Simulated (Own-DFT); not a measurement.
SiC (4H silicon carbide, strained, atoms displaced), Si₃N₄ (beta silicon nitride, strained, atoms displaced), GaP (zincblende, strained, atoms displaced) (calculated)

Computed with Own-DFT development build. A calculation, not a measurement: plane-wave PBE density functional theory by an unreviewed code, no spin, of a simulated periodic cell, stress positive in tension, free energy of the whole cell less one offset for each atom, forces on such cells passed a denser k mesh, this cell's mesh not checked; offsets are fitted by least squares, one for each functional and potential file, so energies compare only between cells with the same atoms and settings and are not formation energies; the far tail of each file's local potential was reset to the Coulomb form; each entry is a single point on an unrelaxed cell, so the pressure reflects the starting lattice, mostly measured values (interpolated for alloys), from which strain is counted, and rises with the displacements; printed positions are rounded, which can move forces by about a meV/angstrom; the program, named Own-DFT, is a retired in-house code; no spin-orbit coupling.

Common to all runs: functional PBE; potential files PseudoDojo norm-conserving, scalar-relativistic, standard set; wave cutoff 42 hartree; occupations Fermi-Dirac; smearing width 0.1 eV.

(1) SiC (4H silicon carbide, strained, atoms displaced)

```
CELL_PARAMETERS angstrom
9.29110 -0.06910 -0.12150
-4.70540 8.11520 0.09080
-0.13220 0.03780 10.12080
ATOMIC_POSITIONS crystal
Si 0.00799 0.00324 0.40540
Si 0.11681 0.22274 0.15423
C 0.99477 0.99480 0.09378
C 0.11005 0.22352 0.35524
Si 0.99252 0.33744 0.41558
Si 0.10545 0.55013 0.15359
C 0.00414 0.34188 0.08984
C 0.10180 0.55366 0.34020
Si 0.01828 0.67759 0.40918
Si 0.10870 0.88488 0.15524
C 0.01154 0.66815 0.09635
C 0.10831 0.88005 0.34233
Si 0.32422 0.99548 0.40475
Si 0.44610 0.21889 0.15296
C 0.32799 0.00145 0.08536
C 0.44088 0.22765 0.34481
Si 0.32119 0.33147 0.40133
Si 0.45996 0.56181 0.15806
C 0.33254 0.32804 0.09808
C 0.43877 0.54572 0.34966
Si 0.32766 0.66957 0.40946
Si 0.44412 0.89370 0.15930
C 0.33350 0.65980 0.09717
C 0.44816 0.88753 0.34866
Si 0.66538 0.00120 0.40106
Si 0.78137 0.22276 0.14151
C 0.67329 0.01236 0.09927
C 0.78226 0.22425 0.34104
Si 0.66492 0.33041 0.41624
Si 0.78285 0.55847 0.16122
C 0.66842 0.32967 0.10017
C 0.77864 0.55282 0.34765
Si 0.66510 0.67001 0.40919
Si 0.76776 0.88423 0.16225
C 0.66432 0.66449 0.09621
C 0.76620 0.87642 0.33940
Si 0.99911 0.99710 0.89273
Si 0.88826 0.77354 0.65191
C 0.99990 0.00121 0.59802
C 0.87949 0.77010 0.84024
Si 0.00514 0.66644 0.90110
Si 0.88332 0.43759 0.65905
C 0.00094 0.67249 0.59461
C 0.89466 0.44478 0.84821
Si 0.99158 0.32426 0.90769
Si 0.88909 0.11567 0.66287
C 0.00352 0.33350 0.59130
C 0.89211 0.10737 0.84503
Si 0.67625 0.00114 0.90991
Si 0.55702 0.76758 0.65124
C 0.65826 0.99702 0.58851
C 0.55245 0.76870 0.84898
Si 0.66333 0.66045 0.90381
Si 0.55456 0.44140 0.65268
C 0.67110 0.66786 0.59671
C 0.55636 0.43963 0.85058
Si 0.66780 0.33728 0.90665
Si 0.55489 0.10278 0.66036
C 0.66580 0.32894 0.59692
C 0.55584 0.11007 0.85338
Si 0.34396 0.99990 0.90678
Si 0.22315 0.78316 0.66016
C 0.34025 0.99262 0.59770
C 0.23056 0.78537 0.83934
Si 0.34329 0.67148 0.90578
Si 0.21518 0.44533 0.65735
C 0.34126 0.67042 0.59162
C 0.21826 0.43687 0.85192
Si 0.32626 0.32192 0.90261
Si 0.21913 0.11705 0.65589
C 0.33194 0.34292 0.58441
C 0.22577 0.11085 0.84497
```

* hardware: one NVIDIA H100
* k mesh: 4 x 4 x 3 centred on Gamma
* free energy of cell above offsets: -6.808 eV
* pressure: 0.95 GPa
* stress xx: -1.54 GPa
* stress yy: 0 GPa
* stress zz: -1.31 GPa
* stress yz: 1.37 GPa
* stress xz: -4.24 GPa
* stress xy: -3.71 GPa
* wall time: 353.4 s

Force:
```tsv
element	x (eV/Å)	y (eV/Å)	z (eV/Å)
Si	-1.57	-1.009	0.294
Si	-1.234	-0.535	0.855
C	-0.206	0.232	-0.387
C	-2.239	-0.839	-2.417
Si	1.256	-0.6	-2.882
Si	1.701	1.118	0.662
C	0.503	-2.305	0.231
C	1.424	0.218	1.188
Si	-2.729	-3.253	-0.051
Si	-0.139	0.605	-0.734
C	-2.161	-0.043	-1.412
C	-0.635	2.396	-0.235
Si	2.208	1.603	0.733
Si	-0.618	0.394	1.102
C	1.01	-0.526	2.138
C	0.49	-1.574	0.169
Si	2.763	0.606	0.735
Si	-3.02	-2.434	0.995
C	0.688	1.061	-1.225
C	-0.493	2.473	-0.995
Si	1.456	-1.343	-1.31
Si	0.051	-0.976	-0.523
C	-0.01	1.479	-0.385
C	-2.192	0.269	-1.228
Si	1.132	0.527	0.569
Si	0.205	1.875	3.588
C	0.052	-3.185	-1.357
C	-1.178	-0.58	0.168
Si	0.034	0.18	-2.811
Si	0.166	-0.666	0.017
C	-0.596	1.32	-1.721
C	-0.033	0.95	0.88
Si	0.693	-2.401	-0.369
Si	1.359	0.705	-1.944
C	1.956	0.94	-1.2
C	0.612	2.391	2.027
Si	1.193	-1.045	2.658
Si	0.01	1.128	0.921
C	-0.563	-0.451	-0.711
C	1.442	0.523	0.075
Si	-0.233	0.701	1.121
Si	0.848	1.422	-0.17
C	1.081	-1.222	0.145
C	-0.974	-0.469	-0.966
Si	1.636	1.535	0.054
Si	-0.207	-1.27	-2.385
C	-1.968	-0.064	2.246
C	-1.186	0.662	-0.07
Si	-1.443	-1.154	0.146
Si	-0.698	1.904	1.264
C	2.054	0.032	1.306
C	1.135	1.934	-1.482
Si	0.117	-0.081	1.197
Si	-0.383	0.072	0.733
C	-0.236	-0.92	-0.822
C	-1.223	0.143	-1.749
Si	0.884	-0.804	1.189
Si	-0.095	0.664	0.117
C	-0.488	-0.38	0.88
C	2.07	0.745	-1.589
Si	-2.196	-0.271	-0.465
Si	1.093	-1.058	-0.991
C	-2.734	1.622	-1.212
C	0.02	-1.13	1.588
Si	-1.939	-1.874	1.188
Si	2.12	0.831	0.477
C	-2.175	-1.056	1.033
C	-0.365	0.852	-1.669
Si	0.386	1.662	1.805
Si	1.922	0.009	-0.216
C	0.426	-1.162	2.142
C	-0.037	-1.099	-0.946
```

(2) Si₃N₄ (beta silicon nitride, strained, atoms displaced)

```
CELL_PARAMETERS angstrom
7.67460 0.00040 0.02790
-3.83700 6.67840 0.07760
0.03210 0.12130 8.56520
ATOMIC_POSITIONS crystal
Si 0.17817 0.77094 0.09951
Si 0.23786 0.40779 0.07763
Si 0.58482 0.82475 0.09363
Si 0.83115 0.22897 0.25323
Si 0.76362 0.59102 0.25082
Si 0.40926 0.17950 0.25102
N 0.33562 0.03883 0.09130
N 0.95134 0.29216 0.08766
N 0.70658 0.67192 0.07962
N 0.67045 0.97859 0.25563
N 0.03335 0.70534 0.24744
N 0.30717 0.32324 0.26085
N 0.33467 0.67616 0.08238
N 0.66913 0.33147 0.24959
Si 0.16364 0.76397 0.43499
Si 0.23160 0.40963 0.40903
Si 0.59110 0.82425 0.41481
Si 0.82847 0.22645 0.57933
Si 0.76795 0.58974 0.58334
Si 0.40067 0.17026 0.58240
N 0.33265 0.03706 0.41510
N 0.97053 0.31327 0.41627
N 0.69887 0.66928 0.42366
N 0.68523 0.97636 0.58290
N 0.02389 0.69831 0.58695
N 0.31031 0.33098 0.59063
N 0.33867 0.67249 0.42303
N 0.66979 0.32854 0.58646
Si 0.16703 0.76692 0.75449
Si 0.24188 0.40553 0.75418
Si 0.59662 0.83347 0.75091
Si 0.82572 0.22966 0.91611
Si 0.76259 0.60155 0.90579
Si 0.40175 0.15952 0.92073
N 0.34269 0.04478 0.75202
N 0.97066 0.30368 0.75089
N 0.69538 0.66533 0.75334
N 0.66019 0.95428 0.92655
N 0.02499 0.70016 0.91779
N 0.30901 0.33815 0.91427
N 0.33414 0.66661 0.74423
N 0.66118 0.32379 0.91609
```

- k mesh: 3 x 3 x 3 centred on Gamma
- free energy of cell above offsets: -2.746 eV
- pressure: 7.99 GPa
- stress xx: -2.14 GPa
- stress yy: 0.81 GPa
- stress zz: -22.65 GPa
- stress yz: 6.15 GPa
- stress xz: 3.55 GPa
- stress xy: -0.72 GPa

Force:
```tsv
element	x (eV/Å)	y (eV/Å)	z (eV/Å)
Si	-0.029	1.455	-5.111
Si	-1.611	0.076	1.836
Si	2.568	-0.299	-0.113
Si	-3.237	0.718	0.995
Si	1.155	-0.495	-0.359
Si	2.646	-0.046	0.26
N	-0.467	-3.069	0.024
N	5.189	2.17	-2.387
N	-2.259	0.704	1.565
N	0.137	-1.843	-0.69
N	-2.469	-1.4	5.55
N	-3.224	2.399	-3.119
N	0.133	-2.869	0.639
N	-0.172	0.57	0.436
Si	3.16	2.306	-6.186
Si	0.521	0.448	3.571
Si	0.942	0.476	2.196
Si	-1.319	1.729	2.359
Si	-1.066	-1.996	1.357
Si	1.824	2.264	-0.653
N	-0.293	-3.12	1.881
N	2.232	0.435	-0.866
N	-0.469	0.422	-2.057
N	-0.346	-1.71	-0.66
N	-1.043	-0.222	2.954
N	-1.884	0.699	-2.223
N	-1.597	-1.166	-0.545
N	-0.481	0.468	-0.566
Si	2.291	0.826	0.215
Si	-2.749	1.202	-2.562
Si	-0.19	-1.689	0.716
Si	-1.977	-0.928	0.235
Si	3.654	-3.553	5.339
Si	0.801	3.966	-0.589
N	-0.769	-5.134	0.034
N	1.613	0.028	-0.649
N	-2.478	1.849	-4.7
N	0.279	3.325	-2.496
N	0.389	0.457	1.565
N	1.436	-1.563	2.426
N	-0.559	0.66	0.426
N	-0.279	1.451	-0.046
```

(3) GaP (zincblende, strained, atoms displaced)

```
CELL_PARAMETERS angstrom
10.86200 0.00000 0.00000
0.00000 10.86200 0.00000
0.00000 0.00000 10.94390
ATOMIC_POSITIONS crystal
Ga 0.99878 0.00106 0.99787
Ga 0.99901 0.25085 0.24762
Ga 0.25582 0.00713 0.25294
Ga 0.25586 0.24681 0.99658
P 0.12493 0.12829 0.12297
P 0.12478 0.37418 0.37662
P 0.37520 0.12115 0.37595
P 0.37361 0.37285 0.12313
Ga 0.99616 0.99943 0.50320
Ga 0.00122 0.25335 0.75023
Ga 0.25329 0.00599 0.74855
Ga 0.25110 0.25463 0.50109
P 0.11943 0.12297 0.63144
P 0.12497 0.37325 0.87652
P 0.37870 0.12674 0.86856
P 0.37407 0.37423 0.62435
Ga 0.99799 0.50000 0.99994
Ga 0.99934 0.75174 0.25003
Ga 0.24849 0.50289 0.25080
Ga 0.24959 0.75056 0.99989
P 0.12608 0.62954 0.12719
P 0.12165 0.87588 0.37783
P 0.37514 0.62687 0.37747
P 0.37618 0.87297 0.12200
Ga 0.99757 0.50049 0.50135
Ga 0.99635 0.74995 0.74962
Ga 0.25025 0.50037 0.75061
Ga 0.25135 0.74960 0.49600
P 0.12405 0.62233 0.62419
P 0.12711 0.88158 0.87425
P 0.37135 0.62747 0.87383
P 0.37393 0.87233 0.62273
Ga 0.50213 0.00027 0.00149
Ga 0.49936 0.25305 0.25499
Ga 0.75005 0.99783 0.25439
Ga 0.75075 0.25383 0.99906
P 0.61931 0.12611 0.12554
P 0.62675 0.37758 0.37222
P 0.87720 0.12369 0.37479
P 0.87645 0.37199 0.12265
Ga 0.49788 0.99890 0.50234
Ga 0.50005 0.25063 0.74513
Ga 0.75191 0.99771 0.75151
Ga 0.75034 0.25435 0.49695
P 0.62813 0.12154 0.62392
P 0.62824 0.37292 0.87860
P 0.87231 0.12662 0.87172
P 0.87611 0.37196 0.62395
Ga 0.49914 0.50203 0.00206
Ga 0.50482 0.75522 0.24905
Ga 0.75527 0.49792 0.24866
Ga 0.75646 0.75483 0.99842
P 0.62784 0.62384 0.12491
P 0.62511 0.87502 0.37400
P 0.86803 0.62840 0.37654
P 0.87225 0.88045 0.12327
Ga 0.50112 0.49655 0.50212
Ga 0.49862 0.75008 0.74941
Ga 0.74969 0.49658 0.74969
Ga 0.74854 0.74850 0.49952
P 0.62026 0.62415 0.62458
P 0.62469 0.87719 0.87717
P 0.87346 0.62092 0.87711
P 0.87817 0.87407 0.62691
```

- hardware: one NVIDIA H100
- k mesh: 3 x 3 x 3 centred on Gamma
- free energy of cell above offsets: -35.219 eV
- pressure: 3.08 GPa
- stress xx: -3.26 GPa
- stress yy: -3.24 GPa
- stress zz: -2.74 GPa
- stress yz: -0.35 GPa
- stress xz: -0.39 GPa
- stress xy: -0.09 GPa
- wall time: 497.1 s

Force:
```tsv
element	x (eV/Å)	y (eV/Å)	z (eV/Å)
Ga	0.085	0.354	0.027
Ga	0.357	-0.193	0.293
Ga	-1.017	-1.011	-0.777
Ga	-0.446	0.062	0.033
P	0.272	-0.352	0.065
P	-0.257	0.305	-0.302
P	0.349	1.078	0.661
P	0.063	0.408	0.431
Ga	0.434	0.14	-0.119
Ga	-0.223	-0.264	0.252
Ga	-0.143	-0.594	-0.126
Ga	-0.491	-0.994	0.038
P	0.596	0.461	-0.918
P	0.236	0.302	0.032
P	0.213	-0.246	0.602
P	0.185	0.274	0.222
Ga	0.608	0.066	0.235
Ga	-0.31	0.2	0.053
Ga	0.215	-0.248	0.018
Ga	-0.262	0.296	-0.179
P	-0.414	-0.453	-0.294
P	0.437	0.314	-0.346
P	0.558	-0.298	-0.558
P	-0.13	0.464	0.425
Ga	-0.011	0.069	-0.3
Ga	0.748	-0.286	0.452
Ga	-0.301	-0.115	-0.014
Ga	-0.581	-0.024	0.39
P	0.117	0.445	0.085
P	-0.134	-0.669	-0.108
P	0.421	-0.297	0.174
P	-0.134	0.293	0.315
Ga	-0.415	0.123	-0.246
Ga	-0.182	-0.299	-0.431
Ga	-0.255	0.602	-0.491
Ga	-0.164	-0.977	0.283
P	0.841	0.219	0.351
P	-0.07	-0.005	0.277
P	-0.246	0.294	0.006
P	-0.001	0.367	0.278
Ga	0.356	-0.111	-0.102
Ga	0.638	-0.001	0.204
Ga	-0.182	0.022	-0.14
Ga	-0.055	-0.66	0.072
P	-0.099	0.385	-0.161
P	-0.863	0.465	-0.641
P	0.287	0.156	0.372
P	-0.194	0.408	0.075
Ga	0.04	-0.076	-0.242
Ga	-0.382	-0.75	-0.139
Ga	-0.302	0.251	-0.203
Ga	-0.695	-0.498	0.11
P	0.132	0.365	-0.051
P	-0.002	0.167	0.618
P	0.99	-0.516	-0.352
P	0.544	-0.287	0.341
Ga	-0.254	0.289	-0.4
Ga	0.072	0.18	0.22
Ga	-0.151	0.137	-0.11
Ga	-0.317	0.423	0.523
P	0.61	-0.044	0.282
P	0.085	-0.408	-0.374
P	0.085	0.47	-0.441
P	-0.892	-0.178	-0.253
```

(4) Si₃N₄ (beta silicon nitride, strained, atoms displaced)

```
CELL_PARAMETERS angstrom
7.51490 0.03190 -0.06080
-3.72980 6.51910 0.04670
-0.06970 0.02160 8.65740
ATOMIC_POSITIONS crystal
Si 0.16992 0.77003 0.08256
Si 0.23449 0.41016 0.07996
Si 0.60390 0.82277 0.07558
Si 0.81544 0.22518 0.25522
Si 0.77417 0.60678 0.24880
Si 0.40986 0.18222 0.25174
N 0.33676 0.03349 0.07489
N 0.97130 0.29455 0.08794
N 0.70320 0.66987 0.08274
N 0.67774 0.97914 0.24736
N 0.03383 0.69873 0.25473
N 0.29746 0.33700 0.24094
N 0.32868 0.66788 0.08492
N 0.64423 0.31078 0.25775
Si 0.17340 0.77646 0.40895
Si 0.22589 0.39296 0.40991
Si 0.59048 0.82365 0.42070
Si 0.83187 0.23177 0.57657
Si 0.75458 0.59333 0.59359
Si 0.40383 0.16982 0.58450
N 0.33777 0.02513 0.41547
N 0.97193 0.30028 0.41816
N 0.69268 0.67012 0.41352
N 0.66868 0.96120 0.58926
N 0.03428 0.70704 0.57984
N 0.29757 0.33254 0.58560
N 0.33430 0.66032 0.41459
N 0.67202 0.32289 0.58728
Si 0.17693 0.78196 0.74076
Si 0.22172 0.39174 0.74720
Si 0.59626 0.82086 0.75472
Si 0.83436 0.24034 0.91157
Si 0.76718 0.59730 0.92468
Si 0.40858 0.16859 0.92304
N 0.32207 0.03050 0.75446
N 0.98234 0.31306 0.75361
N 0.70785 0.67714 0.74955
N 0.66625 0.96921 0.91635
N 0.02865 0.70111 0.91137
N 0.29609 0.32315 0.92101
N 0.33228 0.67295 0.75897
N 0.67891 0.34017 0.91072
```

- k mesh: 3 x 3 x 3 centred on Gamma
- free energy of cell above offsets: -2.400 eV
- pressure: 15.85 GPa
- stress xx: -18.18 GPa
- stress yy: -12.73 GPa
- stress zz: -16.65 GPa
- stress yz: 0.69 GPa
- stress xz: -1.4 GPa
- stress xy: 0.62 GPa

Force:
```tsv
element	x (eV/Å)	y (eV/Å)	z (eV/Å)
Si	1.156	0.248	-1.312
Si	-2.026	0.366	-1.152
Si	-4.434	1.843	2.647
Si	1.473	2.321	-1.863
Si	0.324	-2.978	2.49
Si	-4.615	-4.145	-1.475
N	-0.626	-2.403	5.28
N	-1.273	0.123	-0.434
N	0.02	-0.23	0.652
N	0.119	-5.012	0.324
N	-2.518	-0.691	-3.493
N	2.58	-2.011	2.637
N	1.979	0.75	-0.147
N	5.328	7.628	-0.336
Si	2.871	-2.169	4.044
Si	0.04	2.961	0.755
Si	-1.267	0.962	-1.405
Si	0.409	-1.446	2.978
Si	3.896	-1.345	-4.154
Si	0.744	0.423	0.347
N	-0.864	2.237	0.056
N	-0.395	-0.408	-1.136
N	2.073	-1.209	0.759
N	0.389	2.105	-1.112
N	-2.202	-0.761	-1.109
N	1.988	-1.442	-1.82
N	-1.736	0.247	0.015
N	-3.307	1.997	-0.073
Si	0.802	-3.078	2.21
Si	2.464	4.344	2.179
Si	-2.956	0.514	-0.425
Si	0.674	-1.226	2.072
Si	2.527	-0.981	-3.421
Si	0.314	3.066	-3.568
N	0.453	2.386	-0.81
N	-3.503	-2.458	-1.967
N	-0.514	-0.495	2.937
N	0.891	1.515	-0.707
N	-0.475	0.395	0.912
N	0.653	0.356	-1.293
N	1.214	-1.611	-0.781
N	-2.674	-0.689	0.702
```
